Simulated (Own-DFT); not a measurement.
Simulation results for SiGe$_{3}$ (diamond lattice with Si and Ge gathered in clusters, atoms displaced)

All values are calculated (Own-DFT development build). A calculation, not a measurement: plane-wave density functional theory by an unreviewed code, no spin, of a simulated periodic cell, stress positive in tension, run twice, with PBE and with PBEsol, both on files made for PBE, so the change isn't that of files made for PBEsol; forces on such cells passed a denser k mesh, this cell's mesh not checked; the far tail of each file's local potential was reset to the Coulomb form; each entry is a single point on an unrelaxed cell, so the pressure reflects the starting lattice, mostly measured values (interpolated for alloys), from which strain is counted, and rises with the displacements; printed positions are rounded, which can move forces by about a meV/angstrom; the program, named Own-DFT, is a retired in-house code; no spin-orbit coupling; stress was not checked against mesh or cutoff.

Entry: SiGe$_{3}$ (diamond lattice with Si and Ge gathered in clusters, atoms displaced)

```xyz
64
Lattice="11.2025 0.0000 0.0000 0.0000 11.2025 0.0000 0.0000 0.0000 11.2025" Properties=species:S:1:pos:R:3 SiGe3
Ge     0.0113    11.1987    11.1858
Ge    11.1735     2.7762     2.7875
Ge     2.7875     0.0133     2.7889
Ge     2.7715     2.7928     0.0157
Ge     1.3944     1.3848     1.3883
Ge     1.3748     4.2231     4.2061
Ge     4.1675     1.3940     4.1738
Ge     4.1934     4.1860     1.3815
Ge     0.0316    11.1967     5.5816
Ge     0.0171     2.8151     8.4041
Ge     2.8278     0.0232     8.4316
Ge     2.8304     2.8636     5.5269
Ge     1.3753     1.4275     7.0383
Ge     1.3532     4.1832     9.7963
Ge     4.1409     1.3712     9.7584
Ge     4.2192     4.2208     7.0132
Ge     0.0003     5.6251    11.1860
Ge     0.0338     8.4019     2.7822
Ge     2.7831     5.6259     2.7819
Si     2.7880     8.4201     0.0209
Ge     1.4330     7.0367     1.4255
Ge     1.4706     9.8009     4.2158
Ge     4.2054     7.0138     4.2080
Ge     4.2318     9.8199     1.3685
Ge    11.1788     5.5834     5.5939
Ge    11.1799     8.4481     8.4249
Ge     2.7831     5.5862     8.4115
Ge     2.8010     8.4393     5.6163
Ge     1.3834     6.9877     6.9905
Ge     1.4286     9.8156     9.8013
Ge     4.2256     6.9690     9.7711
Ge     4.2336     9.7796     7.0576
Si     5.5417    11.2024     0.0057
Ge     5.5315     2.7978     2.7673
Si     8.3852     0.0355     2.7947
Si     8.3671     2.7540    11.1869
Ge     6.9348     1.3661     1.3528
Ge     6.9817     4.1592     4.2294
Ge     9.8322     1.3878     4.2128
Ge     9.7924     4.1884     1.4273
Ge     5.5939    11.1706     5.6198
Ge     5.6029     2.8319     8.3504
Si     8.4119    11.1983     8.4082
Ge     8.3779     2.7772     5.6034
Ge     6.9916     1.4198     6.9765
Ge     6.9909     4.1860     9.8237
Ge     9.8453     1.4124     9.7988
Ge     9.8304     4.1813     7.0401
Si     5.5878     5.5826     0.0185
Si     5.6003     8.3976     2.7900
Si     8.4419     5.6490     2.7962
Si     8.3870     8.4735    11.1806
Si     6.9609     6.9901     1.4306
Ge     7.0090     9.7918     4.1701
Ge     9.7803     7.0499     4.2048
Si     9.7992     9.8110     1.4044
Ge     5.6354     5.6102     5.6015
Si     5.6183     8.3783     8.4396
Si     8.4340     5.5916     8.4441
Si     8.4109     8.3547     5.5911
Ge     7.0361     7.0263     7.0118
Si     7.0369     9.7832     9.7951
Si     9.7806     7.0273     9.7765
Ge     9.7740     9.8191     7.0405
```

Here we set functional PBE, then PBEsol, potential files PseudoDojo norm-conserving, scalar-relativistic, standard set, wave cutoff 42 hartree, occupations Fermi-Dirac, smearing width 0.1 eV and k mesh 3 x 3 x 3 centred on Gamma.

It finds PBE pressure 3.33 GPa; PBE stress xx -3.31 GPa; PBE stress yy -3.35 GPa; PBE stress zz -3.34 GPa; PBE stress yz 0.1 GPa; PBE stress xz -0.19 GPa; PBE stress xy 0.17 GPa; PBEsol pressure 0.63 GPa; PBEsol stress xx -0.61 GPa; PBEsol stress yy -0.64 GPa; PBEsol stress zz -0.63 GPa; PBEsol stress yz 0.09 GPa; PBEsol stress xz -0.18 GPa; PBEsol stress xy 0.15 GPa; rms change of force components from PBE to PBEsol 0.037 eV/Å.

Force:
| force element | PBE force x (eV/Å) | PBE force y (eV/Å) | PBE force z (eV/Å) | PBEsol force x (eV/Å) | PBEsol force y (eV/Å) | PBEsol force z (eV/Å) |
| --- | --- | --- | --- | --- | --- | --- |
| Ge | -0.347 | -0.39 | 0.421 | -0.292 | -0.336 | 0.37 |
| Ge | 0.455 | 0.183 | 0.175 | 0.441 | 0.179 | 0.172 |
| Ge | 0.236 | -0.274 | -0.242 | 0.228 | -0.26 | -0.229 |
| Ge | 0.106 | 0.009 | -0.427 | 0.097 | 0.005 | -0.413 |
| Ge | -0.223 | 0.084 | 0.152 | -0.213 | 0.081 | 0.144 |
| Ge | -0.064 | -0.081 | -0.609 | -0.055 | -0.08 | -0.586 |
| Ge | 0.352 | -0.2 | 0.337 | 0.335 | -0.185 | 0.318 |
| Ge | -0.176 | 0.64 | -0.233 | -0.208 | 0.576 | -0.187 |
| Ge | -0.146 | -0.199 | 0.513 | -0.141 | -0.183 | 0.498 |
| Ge | -0.277 | -0.226 | 0.081 | -0.264 | -0.218 | 0.078 |
| Ge | -0.723 | -0.622 | -0.932 | -0.701 | -0.595 | -0.893 |
| Ge | -0.296 | -0.46 | 0.943 | -0.287 | -0.442 | 0.911 |
| Ge | 0.789 | -0.079 | -0.8 | 0.76 | -0.079 | -0.769 |
| Ge | 0.532 | 0.33 | 0.361 | 0.515 | 0.318 | 0.347 |
| Ge | 1.256 | 0.837 | 0.971 | 1.173 | 0.833 | 0.908 |
| Ge | -0.316 | 0.236 | -0.487 | -0.302 | 0.226 | -0.473 |
| Ge | -0.447 | 0.331 | 0.085 | -0.393 | 0.278 | 0.111 |
| Ge | -0.533 | 0.656 | 0.218 | -0.473 | 0.597 | 0.246 |
| Ge | 0.338 | -0.325 | 0.325 | 0.32 | -0.313 | 0.318 |
| Si | 0.509 | -0.169 | -0.417 | 0.494 | -0.161 | -0.406 |
| Ge | -0.093 | -0.098 | -0.879 | -0.123 | -0.134 | -0.804 |
| Ge | -0.668 | 0.115 | -0.39 | -0.644 | 0.113 | -0.376 |
| Ge | 0.196 | 0.227 | -0.237 | 0.155 | 0.187 | -0.196 |
| Ge | -0.274 | -0.575 | 0.291 | -0.309 | -0.524 | 0.322 |
| Ge | -0.187 | 0.343 | 0.071 | -0.17 | 0.33 | 0.071 |
| Ge | 0.112 | -0.681 | 0 | 0.144 | -0.619 | -0.038 |
| Ge | -0.073 | -0.023 | -0.132 | -0.068 | -0.024 | -0.133 |
| Ge | 0.371 | -0.609 | 0.376 | 0.356 | -0.589 | 0.359 |
| Ge | -0.1 | 0.336 | 0.168 | -0.094 | 0.324 | 0.162 |
| Ge | 0.134 | -0.365 | 0.332 | 0.093 | -0.311 | 0.287 |
| Ge | -0.173 | 0.436 | 0.881 | -0.213 | 0.383 | 0.822 |
| Ge | 0.017 | -0.124 | 0.157 | -0.023 | -0.079 | 0.11 |
| Si | 0.706 | -0.308 | -1.149 | 0.649 | -0.263 | -1.088 |
| Ge | 0.742 | -0.161 | 0.299 | 0.708 | -0.159 | 0.291 |
| Si | 0.329 | -0.42 | -0.312 | 0.283 | -0.368 | -0.264 |
| Si | 0.3 | 0.247 | 0.23 | 0.295 | 0.242 | 0.223 |
| Ge | 0.517 | 0.083 | 0.179 | 0.468 | 0.119 | 0.212 |
| Ge | 0.426 | 0.645 | -1.031 | 0.383 | 0.598 | -0.959 |
| Ge | -0.696 | -0.207 | -0.285 | -0.64 | -0.164 | -0.245 |
| Ge | -0.648 | 0.179 | -0.609 | -0.557 | 0.163 | -0.586 |
| Ge | -0.016 | 0.206 | -0.354 | -0.016 | 0.205 | -0.341 |
| Ge | -0.089 | -0.486 | 0.674 | -0.091 | -0.465 | 0.641 |
| Si | -0.521 | 0.26 | 0.266 | -0.463 | 0.298 | 0.217 |
| Ge | 0.687 | 0.2 | 0.053 | 0.657 | 0.19 | 0.054 |
| Ge | 0.269 | -0.796 | 0.603 | 0.23 | -0.732 | 0.547 |
| Ge | 0.314 | 0.342 | 0.123 | 0.269 | 0.294 | 0.079 |
| Ge | -0.947 | -0.129 | -0.002 | -0.844 | -0.124 | -0.003 |
| Ge | -0.835 | 0.375 | -0.181 | -0.77 | 0.329 | -0.207 |
| Si | 0.377 | 0.338 | 0.103 | 0.324 | 0.285 | 0.057 |
| Si | 0.081 | -0.129 | -0.16 | 0.032 | -0.078 | -0.108 |
| Si | -0.901 | -0.329 | 0.035 | -0.833 | -0.361 | 0.076 |
| Si | 0.144 | -0.94 | 0.508 | 0.148 | -0.933 | 0.508 |
| Si | 0.478 | 0.212 | -0.462 | 0.474 | 0.206 | -0.459 |
| Ge | 0.315 | -0.276 | 0.033 | 0.271 | -0.235 | 0.072 |
| Ge | 0.157 | -0.437 | -0.186 | 0.228 | -0.432 | -0.182 |
| Si | -0.426 | 0.193 | -0.003 | -0.335 | 0.19 | 0.002 |
| Ge | -0.167 | 0.156 | 0.191 | -0.168 | 0.142 | 0.188 |
| Si | 0.517 | 0.328 | 0.018 | 0.46 | 0.277 | -0.028 |
| Si | -0.109 | 0.238 | -0.081 | -0.15 | 0.182 | -0.128 |
| Si | -0.172 | 0.986 | 0.294 | -0.167 | 0.964 | 0.289 |
| Ge | 0.145 | -0.245 | 0.402 | 0.105 | -0.277 | 0.352 |
| Si | -0.67 | 0.614 | 0.039 | -0.668 | 0.615 | 0.034 |
| Si | -0.32 | 0.109 | 0.522 | -0.231 | 0.116 | 0.515 |
| Ge | -0.272 | -0.113 | -0.831 | -0.19 | -0.121 | -0.808 |
